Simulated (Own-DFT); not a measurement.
Hf36O71 (tetragonal hafnia with one neutral oxygen vacancy, atoms displaced) (calculated)

A calculation, not a measurement: plane-wave PBE and HSE06 DFT by an unreviewed code, no spin, of a simulated cell at Gamma alone, so results move with cell size and shape, stress positive in tension, energies less offsets, not probed for a lower state with spin; hafnium file: forces about 75 meV/angstrom off all-electron values; oxygen file: force components 24 meV/angstrom off all-electron in a glass; k mesh not checked against a denser one; forces and stress are PBE's, HSE06 gives the energy alone, and its difference from PBE has offsets of its own; offsets are fitted by least squares, one for each functional and potential file, so energies compare only between cells with the same atoms and settings and are not formation energies; the far tail of each file's local potential was reset to the Coulomb form; each entry is a single point on an unrelaxed cell, so the pressure reflects the starting lattice, taken from the Materials Project, from which strain is counted, and rises with the displacements; printed positions are rounded, which can move forces by about a meV/angstrom; the program is a retired in-house code; no spin-orbit coupling. Program: Own-DFT development build.

Common to all runs: first functional PBE; second functional HSE06; exact exchange share 0.25; screening 0.11 1/bohr; exchange divergence Gygi-Baldereschi; potential files PseudoDojo norm-conserving, scalar-relativistic, made for PBE, standard set; wave cutoff 48 hartree; occupations fixed; k mesh 1 x 1 x 1 centred on Gamma.

(1) Hf36O71 (tetragonal hafnia with one neutral oxygen vacancy, atoms displaced)

```xyz
107
Lattice="10.7800 0.0000 0.0000 0.0000 10.7800 0.0000 0.0000 0.0000 10.4493" Properties=species:S:1:pos:R:3 Hf36O71
Hf    10.7746     0.0364     0.0336
Hf     1.7830     1.7730     2.6039
O     10.7641     1.8498     1.5967
O      1.7976     0.0271     3.5652
O      0.0145     1.7521     4.2557
O      1.7954     0.0152     0.9796
Hf    10.7611     0.0027     5.2284
Hf     1.8071     1.7629     7.7986
O      0.0166     1.8058     6.8039
O      1.7508    10.7759     8.8513
O      0.0047     1.8301     9.4226
O      1.7846     0.0078     6.2274
Hf    10.7500     3.6097    10.4440
Hf     1.8527     5.3941     2.6411
O     10.7524     5.3614     1.5867
O      1.8050     3.6180     3.7158
O     10.7640     5.3177     4.1702
O      1.8133     3.6211     1.0225
Hf     0.0111     3.5912     5.2549
Hf     1.7495     5.4273     7.8280
O      0.0048     5.3906     6.8140
O      1.7586     3.5933     8.8527
O     10.7793     5.3811     9.4339
O      1.8181     3.5870     6.2814
Hf    10.7751     7.1745    10.4467
Hf     1.7824     9.0071     2.6001
O     10.7653     8.9599     1.5066
O      1.8228     7.2080     3.5773
O     10.7726     8.9295     4.1572
O      1.7968     7.1939     1.0294
Hf    10.7271     7.2037     5.2407
Hf     1.7906     8.9743     7.8463
O     10.7473     8.9306     6.8249
O      1.7834     7.1979     8.9845
O     10.7588     8.9492     9.4107
O      1.7860     7.2459     6.2443
Hf     3.6011    10.7563     0.0335
Hf     5.4109     1.8222     2.6317
O      3.5816     1.7964     1.5497
O      5.3841     0.0082     3.6417
O      3.6154     1.7331     4.2321
O      5.3731    10.7797     0.9955
Hf     3.6226    10.7706     5.2018
Hf     5.4338     1.7755     7.8360
O      3.5923     1.7944     6.8627
O      5.3895     0.0420     8.8332
O      3.6173     1.8078     9.4313
O      5.4156    10.7386     6.2451
Hf     3.5468     3.5829    10.4471
Hf     5.3596     5.3929     2.6128
O      3.5881     5.3926     1.5928
O      5.3373     3.5955     3.6454
O      5.4241     3.5992     1.0004
Hf     3.5969     3.6312     5.2247
Hf     5.4199     5.3717     7.8629
O      3.5856     5.4023     6.8007
O      5.3987     3.5199     8.8245
O      3.6245     5.4705     9.4415
O      5.3978     3.5998     6.2506
Hf     3.5762     7.1786     0.0080
Hf     5.3660     8.9775     2.6733
O      3.5967     9.0076     1.5950
O      5.4105     7.2182     3.6155
O      3.5407     8.9470     4.2012
O      5.3519     7.1628     0.9854
Hf     3.6220     7.2216     5.2083
Hf     5.4435     8.9980     7.8632
O      3.5672     8.9189     6.8477
O      5.4123     7.1609     8.8410
O      3.5569     9.0031     9.4288
O      5.3565     7.2265     6.2062
Hf     7.1580     0.0130     0.0121
Hf     8.9581     1.7946     2.5943
O      7.1610     1.7977     1.5721
O      9.0214    10.7647     3.6711
O      7.1273     1.7842     4.2009
O      9.0165     0.0068     1.0239
Hf     7.1973    10.7351     5.2105
Hf     8.9568     1.7633     7.8517
O      7.2046     1.7634     6.8743
O      9.0323     0.0143     8.8565
O      7.1171     1.7744     9.3857
O      8.9493    10.7748     6.2469
Hf     7.1876     3.6120    10.4442
Hf     8.9567     5.3903     2.6677
O      7.2351     5.3554     1.6533
O      9.0018     3.5732     3.6376
O      7.1367     5.3849     4.2532
O      9.0044     3.5465     0.9988
Hf     7.1725     3.5406     5.2556
Hf     8.9911     5.4086     7.8432
O      7.1810     5.4024     6.7718
O      8.9729     3.5688     8.8861
O      7.2175     5.3736     9.4605
O      8.9649     3.5660     6.2467
Hf     7.1820     7.1793    10.4158
Hf     8.9569     9.0303     2.6318
O      7.1931     8.9441     1.5836
O      9.0051     7.1584     3.6409
O      7.2362     8.9981     4.1868
O      8.9213     7.1685     1.0218
Hf     7.1975     7.2033     5.1850
Hf     8.9886     8.9657     7.8790
O      7.2080     9.0116     6.8180
O      8.9522     7.2016     8.8163
O      7.1530     9.0012     9.3935
O      8.9516     7.2125     6.2335
```

```
PBE energy of cell above offsets : -101.113 eV
HSE06 less PBE above offsets     : -0.147 eV
PBE pressure                     : 0.8 GPa
PBE stress xx                    : -0.23 GPa
PBE stress yy                    : -0.76 GPa
PBE stress zz                    : -1.41 GPa
PBE stress yz                    : 0.18 GPa
PBE stress xz                    : 0.03 GPa
PBE stress xy                    : -0.01 GPa
```

Force:
```csv
element,x (eV/Å),y (eV/Å),z (eV/Å)
Hf,0.399,-0.494,-1.492
Hf,0.314,1.163,-0.108
O,0.29,-0.541,0.332
O,-0.105,-0.714,0.555
O,0.021,0.716,-0.62
O,-0.223,0.073,0.669
Hf,0,-0.305,0.399
Hf,-0.1,0.487,0.804
O,-0.7,-0.258,0.152
O,0.021,-0.072,-0.186
O,-0.134,-0.549,0.412
O,0.242,-0.278,-0.335
Hf,0.712,-0.15,0.098
Hf,-1.55,-0.025,-0.364
O,0.177,0.248,0.242
O,0.752,-0.58,-0.638
O,0.049,1.276,0.884
O,-0.35,-0.131,0.231
Hf,0.204,-0.38,-0.201
Hf,1.125,-0.448,0.618
O,-0.615,0.13,-0.133
O,0.533,0.518,-0.121
O,-0.39,0.444,-0.654
O,-0.167,0.204,-0.36
Hf,0.264,0.32,0.901
Hf,-0.391,-0.789,-0.653
O,-0.087,0.307,1.057
O,0.212,-0.638,0.557
O,0.134,0.888,0.305
O,-0.112,-0.077,0.206
Hf,0.75,-0.544,-0.491
Hf,0.019,-0.101,0.353
O,0.106,0.221,-0.301
O,-0.205,-0.291,-1.523
O,-0.283,0.57,0.148
O,-0.21,-0.546,-0.124
Hf,-0.295,0.676,-1.022
Hf,-0.926,-0.059,-0.43
O,0.253,0.163,0.912
O,0.04,-0.596,-0.1
O,-0.079,1.091,-0.222
O,0.687,-0.074,0.455
Hf,-0.315,-0.01,0.969
Hf,-1.117,0.219,0.035
O,0.505,-0.32,-0.667
O,0.027,-1.315,0.503
O,-0.399,-0.346,0.358
O,-0.347,-0.042,-0.308
Hf,0.391,-0.192,-0.534
Hf,0.641,-0.135,-0.253
O,0.338,-0.097,0.603
O,-0.341,0.23,-0.151
O,-0.767,0.158,0.274
Hf,-0.311,0.01,0.175
Hf,-0.77,-0.337,-0.568
O,0.152,-0.126,-0.068
O,0.146,1.835,0.33
O,0.038,-1.75,-0.29
O,-0.07,-0.15,-0.211
Hf,-0.55,0.751,-0.119
Hf,0.069,0.453,-1.594
O,0.117,0.158,0.387
O,-0.307,-0.545,0.248
O,0.502,1.159,-0.282
O,0.984,-0.049,0.425
Hf,-0.957,-1.092,0.752
Hf,-0.899,-0.139,-0.455
O,0.695,0.51,-0.05
O,0.386,0.512,-0.181
O,0.427,-0.261,0.12
O,1.141,0.048,0
Hf,0.07,0.069,-0.322
Hf,0.431,0.576,0.086
O,0.446,-0.335,0.212
O,-0.323,0.619,-0.379
O,0.225,-0.186,-0.093
O,-1.173,0.117,0.479
Hf,-0.122,0.555,0.742
Hf,1.191,0.592,0.06
O,-0.172,0.232,-1.273
O,-0.317,-0.43,0.327
O,0.737,0.044,0.887
O,0.66,0.121,-0.085
Hf,0.329,-0.794,0.092
Hf,1.296,-0.301,-0.617
O,-1.196,-0.077,-0.475
O,-0.48,-0.582,-0.042
O,0.207,-0.262,-0.336
O,-1.055,-0.226,0.332
Hf,0.26,0.967,-0.037
Hf,-0.458,-0.966,-0.191
O,0.286,0.106,1.049
O,-0.146,0.546,-0.565
O,-0.209,0.212,-0.579
O,0.083,0.201,0.109
Hf,-0.305,0.45,0.853
Hf,0.777,-1.199,-0.907
O,-0.608,0.528,0.322
O,-0.372,0.779,0.251
O,-0.199,-0.226,-0.295
O,0.599,0.051,-0.458
Hf,-0.516,-0.848,0.765
Hf,0.341,0.917,-0.507
O,-0.208,-0.233,-0.183
O,-0.148,-0.755,0.557
O,0.093,0.041,0.408
O,0.182,-0.295,0.159
```

(2) Hf36O71 (tetragonal hafnia with one neutral oxygen vacancy, atoms displaced)

```xyz
107
Lattice="10.7800 0.0000 0.0000 0.0000 10.7800 0.0000 0.0000 0.0000 10.4493" Properties=species:S:1:pos:R:3 Hf36O71
Hf     0.0362     0.0413     0.0477
Hf     1.8239     1.7891     2.5677
O     10.7390     1.7358     1.6207
O      1.8577     0.0030     3.6904
O     10.7755     1.8066     4.2396
O      1.7837    10.7425     0.9487
Hf    10.7656     0.0459     5.1802
Hf     1.7005     1.8233     7.8674
O      0.0268     1.8101     6.8559
O      1.7910    10.7494     8.8438
O     10.7498     1.7888     9.4341
O      1.8195    10.7040     6.2012
Hf    10.7565     3.6092     0.0309
Hf     1.7763     5.4182     2.5944
O     10.7646     5.3757     1.5877
O      1.7610     3.6222     3.5484
O     10.7760     5.3803     4.2234
O      1.7830     3.6214     1.0209
Hf    10.7550     3.5992     5.2700
Hf     1.7749     5.3418     7.8475
O      0.0254     5.4058     6.8103
O      1.8550     3.5977     8.8529
O      1.7995     3.5890     6.2648
Hf     0.0140     7.1815     0.0351
Hf     1.8176     9.0183     2.5855
O      0.0503     8.9254     1.5396
O      1.7869     7.1955     3.6722
O     10.7522     8.9931     4.1970
O      1.7387     7.1928     1.0609
Hf     0.0491     7.1811     5.2435
Hf     1.7594     9.0469     7.8615
O      0.0194     8.9951     6.8298
O      1.7799     7.1974     8.8685
O      0.0149     9.0004     9.4638
O      1.8178     7.1798     6.3090
Hf     3.5881     0.0046     0.0277
Hf     5.3466     1.8525     2.6380
O      3.6009     1.8191     1.6169
O      5.3815    10.7712     3.6625
O      3.5933     1.8025     4.1826
O      5.3450    10.7683     0.9569
Hf     3.5783     0.0353     5.2286
Hf     5.3754     1.8558     7.8083
O      3.5924     1.8414     6.7820
O      5.3739     0.0119     8.8118
O      3.6254     1.8363     9.4414
O      5.4084     0.0409     6.2294
Hf     3.5615     3.6480    10.4181
Hf     5.3846     5.3774     2.6903
O      3.6186     5.3930     1.5539
O      5.3917     3.6192     3.6114
O      3.5301     5.3824     4.2075
O      5.3427     3.6055     1.0389
Hf     3.5882     3.5956     5.2110
Hf     5.3420     5.3692     7.7688
O      3.5733     5.4117     6.8185
O      5.4747     3.5456     8.7919
O      3.5870     5.3549     9.4609
O      5.3930     3.5626     6.2525
Hf     3.5828     7.1434     0.0487
Hf     5.4060     9.0003     2.5335
O      3.5531     8.9776     1.5965
O      5.3571     7.1977     3.5844
O      3.6054     8.9966     4.1902
O      5.3898     7.1901     1.0130
Hf     3.6170     7.2631     5.2246
Hf     5.4460     8.9801     7.8004
O      3.5701     8.9567     6.7616
O      5.3882     7.2407     8.8766
O      3.5877     9.0258     9.4371
O      5.4160     7.1352     6.2428
Hf     7.1941    10.7768    10.4050
Hf     8.9891     1.7846     2.6047
O      7.1834     1.8079     1.5908
O      8.9440    10.7376     3.6060
O      7.1239     1.8140     4.1996
O      8.9467    10.7729     1.0590
Hf     7.2117     0.0556     5.2505
Hf     9.0050     1.7971     7.8387
O      7.1862     1.7738     6.8473
O      8.9861    10.7661     8.9192
O      7.1583     1.8137     9.3860
O      8.9920     0.0111     6.2374
Hf     7.1274     3.5844    10.4378
Hf     8.9435     5.3920     2.6455
O      7.1830     5.3429     1.6122
O      8.9796     3.6601     3.6345
O      7.1821     5.3751     4.1723
O      8.9744     3.5847     1.0272
Hf     7.2503     3.5510     5.2154
Hf     8.8843     5.3483     7.8590
O      7.1621     5.3984     6.8235
O      8.9819     3.5742     8.8727
O      7.2358     5.4019     9.4324
O      9.0035     3.5781     6.2542
Hf     7.2015     7.1736     0.0197
Hf     8.9076     9.0610     2.6050
O      7.2111     9.0032     1.6079
O      8.9289     7.1605     3.6556
O      7.2007     8.9287     4.2180
O      9.0608     7.1488     1.0005
Hf     7.2145     7.2200     5.1807
Hf     8.9632     9.0024     7.8205
O      7.1996     9.0008     6.8324
O      9.0058     7.1921     8.8213
O      7.1701     8.9931     9.5261
O      8.9741     7.2151     6.2224
```

```
PBE energy of cell above offsets : -100.214 eV
HSE06 less PBE above offsets     : -0.109 eV
PBE pressure                     : 1.39 GPa
PBE stress xx                    : -1.43 GPa
PBE stress yy                    : -0.68 GPa
PBE stress zz                    : -2.05 GPa
PBE stress yz                    : 0.08 GPa
PBE stress xz                    : -0.8 GPa
PBE stress xy                    : -0.01 GPa
```

Force:
```csv
element,x (eV/Å),y (eV/Å),z (eV/Å)
Hf,-1.6,-1.644,-0.901
Hf,-0.092,0.619,0.998
O,0.954,-0.087,-0.099
O,-0.51,0.581,-1.261
O,-0.419,0.253,-0.4
O,0.629,0.662,1.575
Hf,1.053,-2.02,0.567
Hf,2.582,-0.576,0.15
O,-1.011,-0.125,-0.808
O,-0.23,2.1,0.318
O,0.505,0.508,-0.075
O,-1.098,0.74,0.478
Hf,-0.348,1.169,-0.133
Hf,0.185,0.313,0.241
O,-0.006,-0.324,-0.142
O,0.127,-1.136,0.539
O,0.086,-0.009,0.119
O,-0.09,-0.54,-0.424
Hf,1.206,1.094,-0.862
Hf,-0.111,1.971,-0.262
O,-1.048,-0.456,0.803
O,-0.779,-0.497,0.362
O,-0.341,-0.085,-0.39
Hf,0.229,0.142,-1.219
Hf,-1.01,-0.975,1.048
O,-0.997,0.902,0.98
O,-0.044,0.35,-0.371
O,0.01,0.451,0.154
O,1.541,-0.468,0.079
Hf,0.115,0.351,0.151
Hf,0.751,-1.834,-0.396
O,-1.027,0.107,-0.027
O,-0.115,-0.808,0.251
O,-0.137,0.237,-0.116
O,-0.204,-0.053,-0.914
Hf,0.534,-0.135,-1.98
Hf,0.682,-0.931,-0.296
O,-0.602,-0.391,-0.258
O,0.332,0.196,-1.042
O,0.023,0.674,-0.201
O,1.035,-0.24,0.883
Hf,0.625,-0.815,0.078
Hf,-0.575,-1.909,-0.005
O,-0.894,-0.283,0.33
O,0.37,-0.154,-0.108
O,-0.235,-0.376,0.162
O,0.118,-0.247,-0.228
Hf,0.032,-1.185,0.958
Hf,-0.004,0.698,-1.272
O,-0.537,0.343,0.496
O,-0.198,-0.601,0.895
O,0.547,0.126,0.032
O,0.442,-0.238,-0.503
Hf,-0.221,0.044,0.349
Hf,0.267,0.922,0.58
O,0.362,-0.566,0.071
O,-0.227,2.098,1.004
O,0.491,1.013,-1.006
O,0.281,0.349,-0.687
Hf,-0.356,0.99,-0.9
Hf,-0.866,0.122,1.167
O,0.802,0.001,-0.306
O,0.073,0.216,0.333
O,0.041,0.183,-0.168
O,0.363,0.316,0.07
Hf,-0.865,-0.225,0.348
Hf,-2.075,0.434,0.701
O,1.055,0.097,0.576
O,0.057,-1.181,-0.404
O,-0.092,-0.661,0.486
O,-0.026,0.324,-0.185
Hf,-0.389,1.034,0.161
Hf,-0.843,0.613,-0.386
O,-0.294,0.009,0.26
O,-0.05,1.877,1.029
O,0.668,-0.115,0.09
O,0.524,0.028,-0.056
Hf,-1.361,-0.871,-0.234
Hf,-0.824,-0.562,0.945
O,0.929,0.188,-0.84
O,-0.355,0.494,-0.783
O,0.467,-0.375,0.575
O,0.241,0.334,0.165
Hf,0.328,-0.089,0.531
Hf,0.45,0.937,-0.695
O,-0.448,0.371,-0.275
O,-0.12,-1.989,0.624
O,-0.316,-0.17,0.703
O,0.027,-0.343,-0.222
Hf,-1.01,1.156,0.036
Hf,1.178,1.201,0.136
O,0.045,-0.551,-0.26
O,0.366,0.089,-0.224
O,-0.17,-0.223,-0.008
O,-0.48,-0.184,0.404
Hf,0.244,-0.292,-0.084
Hf,2.192,-2.23,-0.02
O,-0.832,-0.227,-0.447
O,0.072,0.558,-0.637
O,-0.094,1.858,-0.385
O,-1.944,0.155,0.243
Hf,0.41,-1.201,0.405
Hf,1.53,-0.717,0.492
O,0.082,0.138,-0.329
O,-0.043,-0.237,0.013
O,0.196,-0.522,-1.018
O,0.111,-0.059,0.107
```
